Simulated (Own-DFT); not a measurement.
GaN (wurtzite, strained, atoms displaced) (calculated)

All values are calculated (Own-DFT development build). A calculation, not a measurement: plane-wave PBE density functional theory by an unreviewed code, no spin, of a simulated periodic cell, stress positive in tension, free energy of the whole cell less one offset for each atom, forces on such cells passed a denser k mesh, this cell's mesh not checked; offsets are fitted by least squares, one for each functional and potential file, so energies compare only between cells with the same atoms and settings and are not formation energies; the far tail of each file's local potential was reset to the Coulomb form; each entry is a single point on an unrelaxed cell, so the pressure reflects the starting lattice, mostly measured values (interpolated for alloys), from which strain is counted, and rises with the displacements; printed positions are rounded, which can move forces by about a meV/angstrom; the program, named Own-DFT, is a retired in-house code; no spin-orbit coupling.

Common to all runs: functional PBE; potential files PseudoDojo norm-conserving, scalar-relativistic, standard set with the stringent files for Ga; wave cutoff 96 hartree; occupations Gaussian; smearing width 0.01 eV; k mesh 3 x 4 x 3 centred on Gamma.

(1) GaN (wurtzite, strained, atoms displaced)

```
GaN
1.0
     12.7560     0.0000     0.0000
     -4.7835     8.2853     0.0000
      0.0000     0.0000    10.2922
Ga N Ga N Ga N Ga N Ga N Ga N Ga N Ga N Ga N Ga N Ga N Ga N Ga N Ga N Ga N Ga N Ga N Ga N Ga N Ga N Ga N Ga N Ga N Ga N
2 2 2 2 2 2 2 2 2 2 2 2 2 2 2 2 2 2 2 2 2 2 2 2 2 2 2 2 2 2 2 2 2 2 2 2 2 2 2 2 2 2 2 2 2 2 2 2
Direct
  0.08274 0.22334 0.99784
  0.16396 0.10642 0.24566
  0.07488 0.21037 0.19140
  0.16993 0.10061 0.43287
  0.08616 0.22399 0.50049
  0.16391 0.10381 0.75086
  0.07778 0.22064 0.69354
  0.16955 0.12423 0.93236
  0.08639 0.55445 0.00074
  0.16900 0.44493 0.24935
  0.08399 0.54645 0.19759
  0.17341 0.44884 0.44247
  0.08716 0.56626 0.49737
  0.17143 0.45173 0.75561
  0.07379 0.54160 0.69600
  0.15797 0.44428 0.93106
  0.08535 0.88723 0.00066
  0.16430 0.77775 0.24770
  0.08900 0.89747 0.18121
  0.16552 0.78059 0.42950
  0.08296 0.88412 0.48275
  0.16470 0.77271 0.75444
  0.07368 0.89036 0.68339
  0.17166 0.78210 0.93495
  0.33018 0.22977 0.00626
  0.41828 0.11376 0.25581
  0.33718 0.22822 0.19140
  0.41895 0.10958 0.42749
  0.33360 0.21467 0.49381
  0.41977 0.10928 0.75411
  0.33864 0.22303 0.68916
  0.42870 0.11274 0.93452
  0.33630 0.55578 0.00396
  0.42737 0.46358 0.25460
  0.32505 0.55098 0.19169
  0.42256 0.44505 0.44631
  0.32769 0.55718 0.50206
  0.40664 0.43816 0.74535
  0.33517 0.56393 0.68715
  0.41780 0.43896 0.93726
  0.32818 0.89228 0.99790
  0.42415 0.78388 0.24717
  0.33133 0.88233 0.19003
  0.41269 0.78027 0.43211
  0.32513 0.87267 0.50036
  0.41847 0.77399 0.75452
  0.33484 0.89469 0.68276
  0.40815 0.77268 0.94365
  0.57618 0.21271 0.98304
  0.66055 0.10851 0.25000
  0.58605 0.22312 0.19446
  0.68103 0.13035 0.43939
  0.58969 0.22999 0.50541
  0.66097 0.10767 0.75760
  0.58178 0.22348 0.69434
  0.65851 0.10009 0.93421
  0.58355 0.55169 0.99718
  0.65806 0.44223 0.24395
  0.58564 0.55304 0.17676
  0.65653 0.43611 0.43355
  0.58540 0.55169 0.49807
  0.67195 0.44958 0.75207
  0.57856 0.56309 0.69133
  0.66604 0.44403 0.93966
  0.58783 0.88799 0.00513
  0.66447 0.77564 0.25285
  0.58062 0.89324 0.18093
  0.66662 0.77314 0.44232
  0.58144 0.88506 0.50567
  0.66439 0.77290 0.74531
  0.57473 0.88643 0.68947
  0.66995 0.78573 0.93424
  0.82795 0.23018 0.00403
  0.91582 0.10725 0.25622
  0.82138 0.21235 0.18790
  0.91748 0.11551 0.43422
  0.84085 0.23149 0.50406
  0.91329 0.10387 0.74334
  0.83406 0.22809 0.68896
  0.91812 0.11553 0.94213
  0.83280 0.55775 0.99727
  0.92052 0.45048 0.26038
  0.82764 0.55019 0.18411
  0.91759 0.44999 0.44647
  0.83240 0.55713 0.50360
  0.91157 0.43804 0.75036
  0.83572 0.55805 0.68537
  0.91325 0.43944 0.93871
  0.83135 0.88655 0.00271
  0.91541 0.76738 0.24734
  0.83017 0.88684 0.18343
  0.91772 0.78112 0.44115
  0.83129 0.88889 0.49814
  0.91602 0.76923 0.74780
  0.83439 0.88580 0.68880
  0.91482 0.78024 0.94032
```

* free energy of cell above offsets: -3.252 eV
* pressure: 8.86 GPa
* stress xx: -7.58 GPa
* stress yy: -6.94 GPa
* stress zz: -12.08 GPa
* stress yz: -0.48 GPa
* stress xz: 0.35 GPa
* stress xy: -1.16 GPa

Force:
```
element  x (eV/Å)  y (eV/Å)  z (eV/Å)
     Ga    -0.938    -0.112     0.289
     Ga     0.467     1.783     0.335
      N     0.996     1.622     -0.51
      N    -1.283     1.444     0.231
     Ga     0.275    -0.556      0.36
     Ga    -0.095      0.91    -1.284
      N     1.505     0.679    -1.053
      N      0.78    -1.482     1.416
     Ga    -1.392      0.05      0.45
     Ga    -0.356    -1.898     1.024
      N    -1.316     1.231    -1.354
      N    -2.045    -0.924    -0.777
     Ga     0.112    -1.396     1.182
     Ga    -0.607    -1.193    -2.066
      N     0.919     2.217    -1.424
      N     2.134    -0.037     2.566
     Ga    -0.922     0.756    -1.564
     Ga      1.09    -0.057    -1.152
      N    -0.356    -2.157     0.997
      N     0.547    -0.842     0.922
     Ga    -0.725     0.662      2.61
     Ga    -0.536     0.377    -2.129
      N     2.315    -0.642     -0.33
      N    -1.493    -0.824      1.02
     Ga     1.091    -0.899     -0.39
     Ga     0.172    -0.356    -3.087
      N    -0.467      0.16     0.098
      N     0.292    -0.561     4.154
     Ga     0.533      0.35     0.671
     Ga    -1.134     0.191    -1.377
      N     -0.96    -0.993    -0.622
      N    -5.332    -2.224     0.137
     Ga    -0.648    -0.489    -0.566
     Ga    -0.875    -1.952      0.03
      N     2.404     1.161    -0.491
      N    -1.708     0.137    -1.003
     Ga     2.567     0.603    -0.281
     Ga      1.18       0.6     0.344
      N    -0.361     -1.12     0.286
      N    -0.882     1.151    -0.227
     Ga     2.001     0.446     1.167
     Ga    -1.924    -0.861    -0.187
      N    -0.471     0.847    -0.606
      N     1.602    -0.597     0.723
     Ga     0.118     2.602    -0.629
     Ga    -1.466     0.711     0.556
      N     -0.18    -1.396     1.144
      N     1.095     0.493    -0.351
     Ga     3.479     2.618     3.507
     Ga     0.616     0.761     0.844
      N    -1.284    -0.303    -1.957
      N    -1.158    -2.225     0.289
     Ga    -0.429    -1.844    -0.536
     Ga     0.961     0.137    -2.402
      N     0.765     0.719    -0.539
      N     0.767     0.986     1.572
     Ga    -0.425     0.982    -1.589
     Ga     1.823    -0.727      0.51
      N    -1.373     1.353     1.809
      N     1.656     1.692     0.254
     Ga     -0.56     0.288     1.495
     Ga    -1.413    -0.088    -0.345
      N     1.145    -2.031    -0.648
      N      0.51    -0.275    -0.422
     Ga    -1.025     -0.46    -2.212
     Ga     0.415     0.551      -0.8
      N     1.342    -0.857     2.304
      N    -0.759     0.446    -0.735
     Ga    -0.402     1.136    -0.987
     Ga    -0.122     1.655     0.697
      N     1.604     0.641      0.03
      N    -0.096    -1.427     0.283
     Ga     1.107    -1.844    -0.208
     Ga    -1.433    -0.103    -2.244
      N     1.561     1.296      0.83
      N     0.502    -0.258     1.988
     Ga    -0.141    -0.654    -0.211
     Ga    -0.492     0.833     1.795
      N    -0.381    -1.957     0.265
      N    -0.896    -0.613    -0.673
     Ga     0.346     -0.32     0.146
     Ga    -1.066    -1.695    -1.398
      N     0.829     0.189     0.953
      N     0.451     0.621    -0.526
     Ga    -0.675    -0.128    -1.318
     Ga     0.125     0.435      0.57
      N    -0.433    -1.059     0.753
      N    -0.109     1.727     0.069
     Ga     -0.09     1.392    -1.178
     Ga    -0.983     1.033    -0.186
      N     0.377    -0.527     2.104
      N    -0.513     -0.91    -1.267
     Ga     0.593      0.65     0.428
     Ga     -0.76     1.443     0.736
      N    -0.738    -0.546    -0.614
      N     1.059    -0.354    -0.485
```

(2) GaN (wurtzite, strained, atoms displaced)

```
GaN
1.0
     12.7560     0.0000     0.0000
     -4.7835     8.2853     0.0000
      0.0000     0.0000    10.2922
Ga N Ga N Ga N Ga N Ga N Ga N Ga N Ga N Ga N Ga N Ga N Ga N Ga N Ga N Ga N Ga N Ga N Ga N Ga N Ga N Ga N Ga N Ga N Ga N
2 2 2 2 2 2 2 2 2 2 2 2 2 2 2 2 2 2 2 2 2 2 2 2 2 2 2 2 2 2 2 2 2 2 2 2 2 2 2 2 2 2 2 2 2 2 2 2
Direct
  0.08576 0.22373 0.00001
  0.16183 0.10953 0.25645
  0.08019 0.23031 0.18555
  0.16705 0.11118 0.43537
  0.08489 0.22325 0.49510
  0.15787 0.11116 0.75375
  0.08310 0.21839 0.69045
  0.16977 0.11157 0.93782
  0.08197 0.55794 0.99861
  0.16767 0.44387 0.25253
  0.07841 0.54378 0.19408
  0.16531 0.44385 0.44735
  0.08497 0.55113 0.50302
  0.16724 0.45144 0.74782
  0.07824 0.54857 0.68279
  0.16292 0.44392 0.93813
  0.07899 0.88552 0.99874
  0.16744 0.78142 0.25355
  0.08487 0.88769 0.20099
  0.16994 0.78753 0.43478
  0.08363 0.88563 0.49661
  0.16417 0.77477 0.74516
  0.07859 0.88083 0.68723
  0.16640 0.77470 0.94940
  0.33034 0.20897 0.00414
  0.41800 0.11325 0.25766
  0.32747 0.21484 0.18956
  0.41647 0.11197 0.43076
  0.34021 0.23574 0.50095
  0.42022 0.11392 0.74831
  0.32968 0.21945 0.68589
  0.42397 0.11891 0.93291
  0.32868 0.55334 0.00781
  0.42425 0.45052 0.24425
  0.32753 0.56049 0.19130
  0.41584 0.44007 0.44072
  0.34025 0.56294 0.49960
  0.41438 0.44169 0.75564
  0.34097 0.56385 0.68591
  0.41521 0.43679 0.93446
  0.32858 0.88756 0.00249
  0.41648 0.77867 0.24165
  0.33374 0.89438 0.18460
  0.42210 0.77751 0.43746
  0.32872 0.89060 0.50243
  0.42139 0.78088 0.75323
  0.33164 0.88017 0.68939
  0.41380 0.77473 0.94167
  0.57770 0.21916 0.98984
  0.66163 0.10371 0.24573
  0.57094 0.21239 0.19069
  0.66421 0.11088 0.44225
  0.57769 0.21736 0.49676
  0.66869 0.10522 0.75824
  0.57555 0.21918 0.68301
  0.66586 0.11112 0.94821
  0.58160 0.55827 0.00123
  0.66526 0.45239 0.25497
  0.58407 0.55417 0.18921
  0.66713 0.43862 0.44178
  0.57688 0.54645 0.50599
  0.67266 0.43799 0.74661
  0.57326 0.55498 0.69237
  0.65819 0.43350 0.93847
  0.57848 0.87800 0.00674
  0.66542 0.77221 0.24913
  0.57629 0.88267 0.18458
  0.67003 0.79246 0.44328
  0.58517 0.88300 0.50865
  0.66684 0.77913 0.74058
  0.58193 0.88819 0.69068
  0.66041 0.76497 0.94061
  0.83071 0.20295 0.99814
  0.91181 0.11006 0.25484
  0.82998 0.22863 0.18363
  0.90978 0.11339 0.43934
  0.82568 0.22046 0.49888
  0.91957 0.11332 0.75118
  0.83790 0.21831 0.69988
  0.91135 0.11231 0.93649
  0.83250 0.56442 0.99859
  0.91868 0.45033 0.24251
  0.84072 0.55607 0.18669
  0.91766 0.44385 0.43892
  0.83594 0.54897 0.49889
  0.91647 0.43769 0.75415
  0.83194 0.54758 0.69133
  0.91720 0.44208 0.93363
  0.83200 0.89277 0.99737
  0.91558 0.77896 0.25721
  0.83654 0.89821 0.17957
  0.91298 0.77018 0.44068
  0.83077 0.88990 0.50026
  0.91019 0.76957 0.74988
  0.83511 0.88801 0.68740
  0.91648 0.77603 0.93132
```

* free energy of cell above offsets: -4.483 eV
* pressure: 8.68 GPa
* stress xx: -8.17 GPa
* stress yy: -6.64 GPa
* stress zz: -11.24 GPa
* stress yz: 0.29 GPa
* stress xz: 0.28 GPa
* stress xy: -0.57 GPa

Force:
```
element  x (eV/Å)  y (eV/Å)  z (eV/Å)
     Ga    -0.518     -0.06    -0.112
     Ga     0.047     0.572    -1.731
      N     0.681    -1.441     0.818
      N    -0.093     0.211     1.641
     Ga    -0.474    -0.678     0.878
     Ga      2.28    -0.885    -0.933
      N    -0.942     1.203    -0.749
      N    -0.986    -0.775     0.582
     Ga    -0.167    -1.313     0.948
     Ga     -0.95    -0.087     0.706
      N     0.877     2.118    -0.812
      N     1.304     0.272    -1.189
     Ga    -1.102     0.759    -1.437
     Ga     1.133    -0.482    -0.018
      N     0.163     0.835      1.41
      N      0.52     0.131    -0.217
     Ga     0.526     0.295     0.932
     Ga     0.887    -1.055    -1.221
      N      -1.4     0.211    -1.837
      N     0.346    -1.674     1.184
     Ga    -0.837     0.647     0.588
     Ga     0.084    -0.075     0.913
      N    -0.201     0.582     0.168
      N    -0.929     0.704    -1.887
     Ga     0.273     1.333    -0.436
     Ga    -1.243    -0.765    -2.506
      N     0.102     1.165     0.334
      N    -0.719    -0.234     3.319
     Ga    -0.476    -3.008     0.234
     Ga     -1.74    -0.918    -0.235
      N    -0.072    -0.135     0.625
      N    -2.116    -2.353     0.052
     Ga     0.424    -0.461    -1.768
     Ga    -2.143    -1.678     0.794
      N     1.876    -0.827     0.159
      N    -0.145     2.011    -1.781
     Ga    -0.665     -0.58     0.067
     Ga    -0.737    -0.447    -1.039
      N    -0.853    -0.896     0.695
      N    -0.831     0.276     2.643
     Ga     1.144     0.809    -0.745
     Ga    -1.168     0.512     1.685
      N    -0.012    -0.564     1.162
      N    -0.995     0.694    -0.418
     Ga     1.594     0.071    -0.442
     Ga    -0.787    -0.724      0.24
      N    -0.359     0.947     0.185
      N    -0.078      0.06     0.043
     Ga     1.669     0.266     2.676
     Ga    -0.353     1.203     0.412
      N     1.987     1.889    -0.875
      N    -0.207    -0.823    -0.631
     Ga     0.612    -0.214    -0.037
     Ga    -0.583     0.716    -0.421
      N     2.179     0.208     0.458
      N    -0.065    -1.296    -1.034
     Ga     0.334     -2.26    -0.949
     Ga     2.083    -2.054    -0.622
      N    -0.029     0.852    -0.246
      N    -0.762     1.044    -0.031
     Ga     0.975      1.04    -0.103
     Ga    -2.313    -0.046     0.644
      N     2.325     0.107    -0.569
      N     0.717     2.211    -0.274
     Ga    -0.098      0.72    -2.059
     Ga    -0.241     1.619     0.454
      N      1.68     0.035     1.467
      N     1.058    -2.768    -1.405
     Ga    -2.045     1.546    -1.197
     Ga     0.238    -0.706     1.441
      N     0.542     0.612      0.66
      N     0.313     2.391    -0.934
     Ga    -2.565     3.335     1.128
     Ga    -0.309     1.227    -1.031
      N     0.443    -1.314     0.792
      N     1.341    -0.252     0.354
     Ga     0.618      0.61     0.803
     Ga      0.51    -0.777    -0.367
      N    -1.811    -0.061    -1.793
      N     3.331    -1.408    -0.417
     Ga     0.504    -2.234    -0.129
     Ga     0.248    -1.627      1.31
      N    -2.856     1.138    -0.018
      N     0.395    -0.239    -0.366
     Ga    -0.681     0.186     0.503
     Ga    -0.189      0.38    -0.643
      N     0.487     0.443    -0.788
      N    -0.596     0.068     1.782
     Ga     0.201     -0.83    -0.874
     Ga     0.231    -0.101    -1.263
      N    -0.111    -1.379     1.754
      N     -0.41     0.792     0.444
     Ga     1.162     0.232     0.056
     Ga     0.689     0.249    -1.182
      N    -0.448     0.086      0.33
      N    -0.721     0.885     1.294
```
